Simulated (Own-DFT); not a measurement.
# Same atoms, different arrangement: In48P48, 96 atoms

All numbers below are calculated, not measured. The program, named Own-DFT, is a retired in-house plane-wave density functional code that no person has reviewed. Each row is one single-point run on a periodic cell that was not relaxed, without spin or spin-orbit coupling.

Settings of every run: PBE; PseudoDojo norm-conserving scalar-relativistic files; cutoff 36 hartree; 2 x 3 x 3 k mesh centred on Gamma; Fermi-Dirac smearing of 0.1 eV.

Known limits, some of them of some rows only: not probed for a lower state with spin; forces on such cells failed a check on a denser k mesh; forces not confirmed at this smearing and k mesh; stress not checked against mesh or cutoff.

All cells hold the same atoms in the same cell, with vectors in Å (17.606, 0.000, 0.000); (0.000, 11.737, 0.000); (0.000, 0.000, 11.737). Every atom was moved at random from its ideal site; u is the rms move along one axis. The defect's site can differ from row to row. E is the free energy of the cell above the lowest run. The arrangements:

- A: zincblende InP
- B: zincblende InP, with one In on a P site and one P on an In site, 2.5 Å apart

| arrangement | u (Å) | E (eV) | P (GPa) |
|---|---|---|---|
| A | 0.0190 | 0.000 | 3.20 |
| A | 0.0210 | 0.139 | 3.21 |
| A | 0.0216 | 0.150 | 3.22 |
| A | 0.0488 | 3.000 | 3.58 |
| A | 0.0493 | 2.750 | 3.53 |
| A | 0.0531 | 3.239 | 3.61 |
| B | 0.0305 | 4.985 | 3.56 |
| B | 0.0306 | 5.125 | 3.59 |
| B | 0.0308 | 4.953 | 3.56 |
| B | 0.0535 | 7.252 | 3.83 |
| B | 0.0537 | 7.886 | 3.95 |
| B | 0.0547 | 8.146 | 3.98 |

Question: once the cost of the random moves is taken out, how do the arrangements rank?

## Worked answer

Fit E = a + b u², with one b for all and one a for each arrangement, and with residuals divided by u², since the noise grows with the moves. Then b = 1378 eV/Å², the scatter at u = 0.04 Å is 0.14 eV, and against A:

- B: 4.22 ± 0.06 eV (higher)

These are energies of unrelaxed cells. Relaxing the atoms lowers the strained arrangements most, so the gaps would shrink and small ones could change sign.
